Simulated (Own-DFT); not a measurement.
Si₄SnGe₁₁ (diamond-structure random alloy, strained, atoms displaced) (calculated)

All values are calculated (Own-DFT development build). A calculation, not a measurement: plane-wave density functional theory by an unreviewed code, no spin, of a simulated periodic cell, stress positive in tension, run twice, with PBE and with PBEsol, both on files made for PBE, so the change isn't that of files made for PBEsol, forces on such cells moved up to 12 meV/angstrom on a denser k mesh; the far tail of each file's local potential was reset to the Coulomb form; each entry is a single point on an unrelaxed cell, so the pressure reflects the starting lattice, mostly measured values (interpolated for alloys), from which strain is counted, and rises with the displacements; printed positions are rounded, which can move forces by about a meV/angstrom; the program, named Own-DFT, is a retired in-house code; no spin-orbit coupling; stress was not checked against mesh or cutoff.

Settings shared by all entries: functional PBE, then PBEsol; potential files PseudoDojo norm-conserving, scalar-relativistic, standard set; wave cutoff 49 hartree; occupations Fermi-Dirac; smearing width 0.1 eV; k mesh 3 x 3 x 3 centred on Gamma.

(1) Si₄SnGe₁₁ (diamond-structure random alloy, strained, atoms displaced)

```cif
# cell vector a (Å): 11.4760 0.0000 0.0000
# cell vector b (Å): 0.0000 11.4760 0.0000
# cell vector c (Å): 0.0000 0.0000 11.3064
data_Si4SnGe11
_symmetry_space_group_name_H-M 'P 1'
_symmetry_Int_Tables_number 1
_cell_length_a 11.4760
_cell_length_b 11.4760
_cell_length_c 11.3064
_cell_angle_alpha 90.000
_cell_angle_beta 90.000
_cell_angle_gamma 90.000
_cell_volume 1489.04
loop_
_atom_site_label
_atom_site_type_symbol
_atom_site_fract_x
_atom_site_fract_y
_atom_site_fract_z
_atom_site_occupancy
Ge1 Ge 0.00509 0.99542 0.99920 1
Si1 Si 0.00243 0.25147 0.25279 1
Ge2 Ge 0.25299 0.00185 0.24736 1
Ge3 Ge 0.25535 0.24324 0.00724 1
Ge4 Ge 0.13068 0.12698 0.12515 1
Si2 Si 0.13181 0.37920 0.37673 1
Ge5 Ge 0.37559 0.12375 0.36203 1
Ge6 Ge 0.37297 0.37601 0.12589 1
Ge7 Ge 0.00158 0.99740 0.50279 1
Ge8 Ge 0.01140 0.25761 0.73854 1
Si3 Si 0.24756 0.00418 0.75148 1
Sn1 Sn 0.25457 0.25145 0.50056 1
Ge9 Ge 0.12301 0.12775 0.62489 1
Sn2 Sn 0.12528 0.37577 0.87217 1
Si4 Si 0.37589 0.12604 0.86822 1
Ge10 Ge 0.37626 0.37292 0.62279 1
Ge11 Ge 0.00541 0.49469 0.99846 1
Ge12 Ge 0.99704 0.74306 0.25269 1
Si5 Si 0.24710 0.50457 0.24881 1
Ge13 Ge 0.25126 0.74172 0.99598 1
Si6 Si 0.11920 0.62429 0.12302 1
Ge14 Ge 0.12423 0.87210 0.36864 1
Ge15 Ge 0.37700 0.62537 0.36497 1
Si7 Si 0.37151 0.86823 0.12711 1
Si8 Si 0.00295 0.50682 0.50490 1
Ge16 Ge 0.00107 0.75135 0.74476 1
Ge17 Ge 0.25081 0.49927 0.74977 1
Ge18 Ge 0.25042 0.75018 0.49691 1
Ge19 Ge 0.12348 0.62788 0.62665 1
Ge20 Ge 0.12215 0.87524 0.87778 1
Ge21 Ge 0.36668 0.61766 0.86863 1
Ge22 Ge 0.37857 0.88072 0.62600 1
Ge23 Ge 0.49856 0.99990 0.00027 1
Ge24 Ge 0.49257 0.24874 0.24996 1
Ge25 Ge 0.75301 0.99736 0.24848 1
Ge26 Ge 0.75095 0.24686 0.99378 1
Ge27 Ge 0.63056 0.13014 0.12790 1
Ge28 Ge 0.62647 0.37301 0.37601 1
Ge29 Ge 0.87415 0.12026 0.37700 1
Ge30 Ge 0.87644 0.37670 0.11513 1
Si9 Si 0.50706 0.00131 0.50385 1
Ge31 Ge 0.49854 0.24624 0.75707 1
Ge32 Ge 0.75100 0.00077 0.75157 1
Ge33 Ge 0.75066 0.25179 0.49799 1
Ge34 Ge 0.62227 0.12498 0.62336 1
Si10 Si 0.63573 0.36925 0.87289 1
Ge35 Ge 0.87525 0.12352 0.87961 1
Ge36 Ge 0.87751 0.38156 0.62267 1
Ge37 Ge 0.49966 0.50122 0.00399 1
Si11 Si 0.50532 0.74815 0.24710 1
Si12 Si 0.75459 0.49450 0.25717 1
Ge38 Ge 0.75219 0.74467 0.99566 1
Ge39 Ge 0.62938 0.62598 0.12139 1
Si13 Si 0.61586 0.87396 0.37389 1
Si14 Si 0.87632 0.62465 0.37949 1
Sn3 Sn 0.88194 0.87423 0.12920 1
Ge40 Ge 0.48761 0.49686 0.49473 1
Ge41 Ge 0.49526 0.75693 0.74691 1
Sn4 Sn 0.73943 0.50296 0.75077 1
Si15 Si 0.74645 0.74639 0.49943 1
Ge42 Ge 0.62579 0.62200 0.62223 1
Ge43 Ge 0.62570 0.87244 0.87628 1
Si16 Si 0.87593 0.62565 0.87148 1
Ge44 Ge 0.87855 0.87422 0.61510 1
```

```
PBE pressure                                      : 1.95 GPa
PBE stress xx                                     : -1.48 GPa
PBE stress yy                                     : -1.71 GPa
PBE stress zz                                     : -2.66 GPa
PBE stress yz                                     : 0.18 GPa
PBE stress xz                                     : 0.2 GPa
PBE stress xy                                     : -0.47 GPa
PBEsol pressure                                   : -0.57 GPa
PBEsol stress xx                                  : 1.04 GPa
PBEsol stress yy                                  : 0.81 GPa
PBEsol stress zz                                  : -0.13 GPa
PBEsol stress yz                                  : 0.17 GPa
PBEsol stress xz                                  : 0.19 GPa
PBEsol stress xy                                  : -0.46 GPa
rms change of force components from PBE to PBEsol : 0.046 eV/Å
```

Force:
| force element | PBE force x (eV/Å) | PBE force y (eV/Å) | PBE force z (eV/Å) | PBEsol force x (eV/Å) | PBEsol force y (eV/Å) | PBEsol force z (eV/Å) |
| --- | --- | --- | --- | --- | --- | --- |
| Ge | 0.471 | 1.734 | -0.246 | 0.458 | 1.67 | -0.242 |
| Si | 0.052 | 0.267 | -0.082 | 0.018 | 0.224 | -0.113 |
| Ge | -0.368 | -1.162 | -0.462 | -0.387 | -1.079 | -0.425 |
| Ge | 0.718 | 0.076 | -0.978 | 0.667 | 0.098 | -0.905 |
| Ge | -1.05 | -0.243 | 0.499 | -0.969 | -0.265 | 0.455 |
| Si | -1.641 | 1.144 | -0.944 | -1.575 | 1.083 | -0.882 |
| Ge | 0.917 | -1.176 | 1.472 | 0.864 | -1.105 | 1.389 |
| Ge | -0.215 | 0.438 | 0.342 | -0.177 | 0.386 | 0.305 |
| Ge | 0.439 | 0.317 | -0.815 | 0.405 | 0.303 | -0.787 |
| Ge | -2.64 | -1.337 | -0.046 | -2.548 | -1.292 | -0.053 |
| Si | 0.175 | -0.117 | 0.038 | 0.125 | -0.155 | 0.003 |
| Sn | -0.525 | -0.912 | -1.074 | -0.473 | -0.916 | -0.999 |
| Ge | 0.138 | -1.602 | 0.4 | 0.102 | -1.511 | 0.366 |
| Sn | 1.433 | -1.026 | 0.876 | 1.386 | -0.985 | 0.838 |
| Si | -0.627 | -0.8 | 1.015 | -0.569 | -0.74 | 1.025 |
| Ge | 1.129 | 1.044 | 1.949 | 1.089 | 1.017 | 1.878 |
| Ge | -1.601 | 2.359 | 0.788 | -1.566 | 2.22 | 0.757 |
| Ge | 1.099 | -1.242 | 0.795 | 1.071 | -1.124 | 0.765 |
| Si | -0.43 | -0.278 | -0.367 | -0.342 | -0.269 | -0.358 |
| Ge | -0.545 | 0.54 | 0.828 | -0.536 | 0.518 | 0.739 |
| Si | 0.671 | -0.288 | 0.292 | 0.624 | -0.247 | 0.244 |
| Ge | 0.24 | 0.323 | 0.451 | 0.232 | 0.31 | 0.445 |
| Ge | -0.36 | 0.272 | 0.056 | -0.347 | 0.25 | 0.121 |
| Si | 0.599 | 0.067 | -0.237 | 0.547 | 0.1 | -0.263 |
| Si | -0.043 | -0.496 | -1.059 | -0.032 | -0.49 | -0.961 |
| Ge | -0.6 | 0.096 | 0.707 | -0.545 | 0.119 | 0.655 |
| Ge | 0.367 | 0.406 | -1.82 | 0.361 | 0.403 | -1.749 |
| Ge | 0.317 | 0.175 | 0.072 | 0.298 | 0.168 | 0.067 |
| Ge | 0.638 | -0.306 | -0.336 | 0.644 | -0.26 | -0.289 |
| Ge | 1.046 | -0.294 | -0.897 | 0.977 | -0.308 | -0.843 |
| Ge | 1.639 | 0.817 | 0.422 | 1.568 | 0.793 | 0.411 |
| Ge | -0.887 | 0.56 | -0.523 | -0.85 | 0.478 | -0.494 |
| Ge | -0.197 | -0.023 | 0.176 | -0.13 | -0.026 | 0.163 |
| Ge | 1.398 | 0.721 | -0.498 | 1.344 | 0.69 | -0.482 |
| Ge | -1.672 | 0.707 | 1.367 | -1.583 | 0.724 | 1.303 |
| Ge | 0.038 | 0.381 | 0.625 | 0.083 | 0.33 | 0.64 |
| Ge | -0.731 | -0.401 | -0.197 | -0.703 | -0.393 | -0.197 |
| Ge | -0.588 | 0.211 | -0.311 | -0.603 | 0.166 | -0.264 |
| Ge | 0.45 | 0.607 | -0.233 | 0.406 | 0.556 | -0.203 |
| Ge | -0.22 | -0.508 | 1.466 | -0.205 | -0.497 | 1.355 |
| Si | -0.826 | -0.234 | -1.15 | -0.84 | -0.188 | -1.079 |
| Ge | 0.629 | 0.763 | -0.514 | 0.621 | 0.746 | -0.565 |
| Ge | 0.077 | -0.353 | -0.386 | 0.07 | -0.339 | -0.363 |
| Ge | 0.275 | -0.23 | 0.404 | 0.259 | -0.223 | 0.388 |
| Ge | 0.512 | 0.231 | 0.343 | 0.528 | 0.26 | 0.37 |
| Si | -2.48 | -0.849 | 1.436 | -2.432 | -0.841 | 1.406 |
| Ge | 1.016 | 0.097 | -1.122 | 0.963 | 0.084 | -1.076 |
| Ge | 0.46 | -0.584 | -0.746 | 0.422 | -0.602 | -0.697 |
| Ge | 0.342 | -0.6 | -0.913 | 0.307 | -0.561 | -0.858 |
| Si | -0.431 | 0.515 | -0.24 | -0.423 | 0.423 | -0.245 |
| Si | 0.111 | 0.635 | -0.684 | 0.074 | 0.581 | -0.707 |
| Ge | 0.052 | -0.038 | -0.509 | 0.006 | -0.01 | -0.463 |
| Ge | 0.165 | -0.514 | 1.077 | 0.156 | -0.497 | 0.978 |
| Si | 0.876 | -0.117 | 0.358 | 0.898 | -0.08 | 0.324 |
| Si | -0.438 | -0.479 | 0.286 | -0.391 | -0.427 | 0.248 |
| Sn | -0.781 | -0.553 | -0.931 | -0.756 | -0.529 | -0.903 |
| Ge | 1.397 | 0.401 | 0.033 | 1.354 | 0.38 | 0.037 |
| Ge | 0.539 | -1.082 | 0.464 | 0.522 | -1.041 | 0.448 |
| Sn | 1.917 | -0.321 | 0.405 | 1.869 | -0.297 | 0.304 |
| Si | 0.122 | 0.399 | -0.762 | 0.115 | 0.395 | -0.678 |
| Ge | -2.265 | 1.788 | -1.734 | -2.22 | 1.701 | -1.645 |
| Ge | -0.143 | 0.184 | -0.108 | -0.138 | 0.182 | -0.11 |
| Si | 0.998 | 0.315 | 0.705 | 0.98 | 0.313 | 0.691 |
| Ge | -1.16 | -0.423 | 0.774 | -1.073 | -0.376 | 0.777 |

(2) Si₄SnGe₁₁ (diamond-structure random alloy, strained, atoms displaced)

```cif
# cell vector a (Å): 11.4760 0.0000 0.0000
# cell vector b (Å): 0.0000 11.4760 0.0000
# cell vector c (Å): 0.0000 0.0000 11.3064
data_Si4SnGe11
_symmetry_space_group_name_H-M 'P 1'
_symmetry_Int_Tables_number 1
_cell_length_a 11.4760
_cell_length_b 11.4760
_cell_length_c 11.3064
_cell_angle_alpha 90.000
_cell_angle_beta 90.000
_cell_angle_gamma 90.000
_cell_volume 1489.04
loop_
_atom_site_label
_atom_site_type_symbol
_atom_site_fract_x
_atom_site_fract_y
_atom_site_fract_z
_atom_site_occupancy
Ge1 Ge 0.00044 0.99783 0.99051 1
Ge2 Ge 0.00396 0.24707 0.25571 1
Ge3 Ge 0.25933 0.98923 0.24777 1
Ge4 Ge 0.24608 0.25004 0.99210 1
Ge5 Ge 0.12291 0.12527 0.12130 1
Ge6 Ge 0.12178 0.36954 0.37041 1
Ge7 Ge 0.37199 0.12346 0.37469 1
Ge8 Ge 0.37112 0.37722 0.12836 1
Ge9 Ge 0.01009 0.00564 0.50809 1
Ge10 Ge 0.00683 0.25312 0.74770 1
Ge11 Ge 0.24735 0.00489 0.73997 1
Ge12 Ge 0.25241 0.25559 0.50337 1
Sn1 Sn 0.12819 0.11998 0.62814 1
Ge13 Ge 0.12858 0.36926 0.88032 1
Ge14 Ge 0.37517 0.12619 0.87342 1
Ge15 Ge 0.37778 0.37991 0.63148 1
Ge16 Ge 0.99818 0.50633 0.00593 1
Si1 Si 0.99513 0.75058 0.23923 1
Si2 Si 0.25518 0.49756 0.25502 1
Sn2 Sn 0.25078 0.74476 0.99725 1
Si3 Si 0.12263 0.62653 0.12841 1
Ge17 Ge 0.12613 0.87069 0.38075 1
Si4 Si 0.37658 0.63369 0.37663 1
Ge18 Ge 0.37456 0.87588 0.12466 1
Si5 Si 0.00727 0.49557 0.50735 1
Ge19 Ge 0.00173 0.74969 0.74400 1
Si6 Si 0.24173 0.50218 0.75169 1
Ge20 Ge 0.24720 0.74730 0.49760 1
Ge21 Ge 0.12540 0.62707 0.62343 1
Si7 Si 0.12043 0.86922 0.86922 1
Ge22 Ge 0.37385 0.62721 0.87954 1
Ge23 Ge 0.37856 0.87652 0.61869 1
Si8 Si 0.49544 0.99250 0.00494 1
Ge24 Ge 0.49503 0.26147 0.24526 1
Ge25 Ge 0.74649 0.00175 0.24869 1
Ge26 Ge 0.75376 0.25227 0.00394 1
Ge27 Ge 0.62192 0.12219 0.13051 1
Ge28 Ge 0.62420 0.37029 0.37619 1
Si9 Si 0.87265 0.12464 0.37553 1
Ge29 Ge 0.87599 0.37400 0.12611 1
Ge30 Ge 0.50085 0.99881 0.49694 1
Si10 Si 0.49958 0.25387 0.74199 1
Ge31 Ge 0.74930 0.99285 0.75333 1
Sn3 Sn 0.75106 0.25422 0.50600 1
Ge32 Ge 0.63034 0.12826 0.62565 1
Si11 Si 0.62259 0.37671 0.87075 1
Ge33 Ge 0.87424 0.11952 0.86940 1
Ge34 Ge 0.87788 0.37760 0.62251 1
Ge35 Ge 0.49400 0.49854 0.99109 1
Ge36 Ge 0.49939 0.74708 0.24086 1
Si12 Si 0.74448 0.49377 0.24662 1
Ge37 Ge 0.74980 0.74511 0.00175 1
Ge38 Ge 0.62703 0.62264 0.12232 1
Ge39 Ge 0.62280 0.87320 0.36289 1
Ge40 Ge 0.88345 0.61945 0.36857 1
Ge41 Ge 0.87698 0.87824 0.13580 1
Ge42 Ge 0.50601 0.50549 0.50036 1
Si13 Si 0.49817 0.75102 0.74644 1
Si14 Si 0.74976 0.49455 0.75236 1
Ge43 Ge 0.75370 0.75210 0.49685 1
Ge44 Ge 0.62550 0.62326 0.63040 1
Sn4 Sn 0.62158 0.88129 0.87605 1
Si15 Si 0.87737 0.62940 0.87820 1
Si16 Si 0.86870 0.87852 0.61981 1
```

```
PBE pressure                                      : 2.15 GPa
PBE stress xx                                     : -1.91 GPa
PBE stress yy                                     : -1.81 GPa
PBE stress zz                                     : -2.73 GPa
PBE stress yz                                     : -0.06 GPa
PBE stress xz                                     : -0.21 GPa
PBE stress xy                                     : 0.48 GPa
PBEsol pressure                                   : -0.38 GPa
PBEsol stress xx                                  : 0.62 GPa
PBEsol stress yy                                  : 0.71 GPa
PBEsol stress zz                                  : -0.2 GPa
PBEsol stress yz                                  : -0.06 GPa
PBEsol stress xz                                  : -0.19 GPa
PBEsol stress xy                                  : 0.45 GPa
rms change of force components from PBE to PBEsol : 0.051 eV/Å
```

Force:
| force element | PBE force x (eV/Å) | PBE force y (eV/Å) | PBE force z (eV/Å) | PBEsol force x (eV/Å) | PBEsol force y (eV/Å) | PBEsol force z (eV/Å) |
| --- | --- | --- | --- | --- | --- | --- |
| Ge | 0.044 | -0.376 | 0.616 | 0.007 | -0.321 | 0.621 |
| Ge | -1.224 | -0.692 | -0.792 | -1.146 | -0.632 | -0.793 |
| Ge | -1.554 | 1.284 | 0.767 | -1.487 | 1.238 | 0.749 |
| Ge | 1.074 | -0.656 | 1.496 | 1.026 | -0.637 | 1.435 |
| Ge | 0.498 | -0.642 | 0.116 | 0.48 | -0.609 | 0.102 |
| Ge | 1.042 | 1.25 | 1.118 | 1.005 | 1.141 | 1.085 |
| Ge | 0.312 | 0.584 | -0.14 | 0.304 | 0.557 | -0.132 |
| Ge | -0.553 | 0.398 | -1.241 | -0.487 | 0.35 | -1.229 |
| Ge | -3.348 | -2.258 | -2.665 | -3.188 | -2.189 | -2.581 |
| Ge | -1.541 | 0.487 | 1.069 | -1.488 | 0.46 | 1.037 |
| Ge | 2.597 | -3.267 | 3.286 | 2.54 | -3.137 | 3.163 |
| Ge | 0.576 | 0.271 | -0.849 | 0.552 | 0.251 | -0.831 |
| Sn | -0.119 | 3.364 | -0.774 | -0.112 | 3.267 | -0.751 |
| Ge | -1.075 | 1.898 | -0.826 | -1.056 | 1.79 | -0.779 |
| Ge | 0.61 | -0.269 | -0.201 | 0.519 | -0.253 | -0.201 |
| Ge | -0.481 | 0.622 | -0.4 | -0.474 | 0.6 | -0.451 |
| Ge | 0.274 | -0.282 | -0.456 | 0.257 | -0.334 | -0.435 |
| Si | 1.163 | -0.492 | 1.424 | 1.086 | -0.438 | 1.427 |
| Si | -0.771 | 1.105 | 0.146 | -0.754 | 1.012 | 0.139 |
| Sn | -1.616 | 1.311 | 0.895 | -1.482 | 1.27 | 0.863 |
| Si | -0.15 | -0.939 | 1.11 | -0.136 | -0.94 | 1.023 |
| Ge | -0.793 | 0.136 | -1.28 | -0.723 | 0.151 | -1.2 |
| Si | 0.006 | -1.14 | -0.378 | 0.039 | -1.08 | -0.337 |
| Ge | 0.976 | -0.241 | -0.149 | 0.914 | -0.268 | -0.094 |
| Si | -0.286 | 0.383 | -1.181 | -0.279 | 0.369 | -1.158 |
| Ge | -1.223 | 0.43 | 0.234 | -1.151 | 0.384 | 0.194 |
| Si | 0.794 | -0.113 | 0.345 | 0.778 | -0.111 | 0.339 |
| Ge | 0.854 | 0.084 | 0.245 | 0.785 | 0.131 | 0.264 |
| Ge | 0.127 | -0.851 | 0.125 | 0.122 | -0.753 | 0.125 |
| Si | 0.196 | 1.144 | -0.656 | 0.188 | 1.122 | -0.65 |
| Ge | 1.236 | -1.437 | -3.025 | 1.201 | -1.403 | -2.865 |
| Ge | -0.414 | -0.542 | 0.509 | -0.434 | -0.485 | 0.459 |
| Si | -0.677 | 2.19 | 0.633 | -0.669 | 2.146 | 0.628 |
| Ge | 0.386 | -1.604 | 0.834 | 0.379 | -1.556 | 0.813 |
| Ge | 0.68 | 0.258 | 0.698 | 0.62 | 0.213 | 0.643 |
| Ge | -0.847 | -0.573 | -0.892 | -0.785 | -0.577 | -0.831 |
| Ge | -0.515 | 0.657 | -1.023 | -0.462 | 0.657 | -0.953 |
| Ge | -0.804 | 1.657 | -1.169 | -0.815 | 1.587 | -1.106 |
| Si | 1.061 | -0.816 | -0.283 | 1.043 | -0.797 | -0.281 |
| Ge | 0.093 | 0.327 | 0.568 | 0.114 | 0.287 | 0.515 |
| Ge | 0.609 | 0.443 | -0.333 | 0.575 | 0.422 | -0.332 |
| Si | 0.548 | -0.429 | 1.121 | 0.498 | -0.455 | 1.056 |
| Ge | 1.343 | 1.617 | -1.945 | 1.278 | 1.612 | -1.849 |
| Sn | 0.66 | -0.663 | -1.267 | 0.602 | -0.612 | -1.195 |
| Ge | -1.759 | -1.62 | 1.339 | -1.676 | -1.595 | 1.272 |
| Si | 0.164 | -0.611 | -0.036 | 0.146 | -0.598 | 0.037 |
| Ge | 0.101 | 1.029 | 0.186 | 0.103 | 0.981 | 0.188 |
| Ge | 1.138 | 1.446 | 1.696 | 1.098 | 1.335 | 1.647 |
| Ge | 0.856 | -0.328 | 0.741 | 0.79 | -0.272 | 0.746 |
| Ge | -0.173 | -0.124 | 0.492 | -0.133 | -0.073 | 0.445 |
| Si | 0.485 | 0.265 | 0.46 | 0.477 | 0.257 | 0.447 |
| Ge | 1.067 | 0.289 | 0.445 | 0.996 | 0.303 | 0.469 |
| Ge | -0.295 | -0.929 | -0.06 | -0.319 | -0.852 | -0.091 |
| Ge | 0.069 | -0.204 | 1.032 | 0.068 | -0.189 | 0.994 |
| Ge | -0.424 | -0.211 | 0.267 | -0.44 | -0.181 | 0.283 |
| Ge | -0.348 | 0.017 | -1.661 | -0.388 | 0.057 | -1.642 |
| Ge | -0.785 | -0.072 | -0.36 | -0.724 | -0.096 | -0.313 |
| Si | -0.668 | -0.726 | -0.242 | -0.654 | -0.715 | -0.243 |
| Si | 0.428 | 0.763 | 0.461 | 0.433 | 0.758 | 0.381 |
| Ge | -0.238 | -0.421 | -0.295 | -0.265 | -0.433 | -0.32 |
| Ge | 0.613 | 0.492 | 0.117 | 0.582 | 0.462 | 0.048 |
| Sn | -0.633 | -1.806 | 0.493 | -0.527 | -1.758 | 0.464 |
| Si | -0.306 | -0.732 | -0.712 | -0.269 | -0.688 | -0.666 |
| Si | 0.94 | -0.136 | 0.207 | 0.92 | -0.132 | 0.206 |
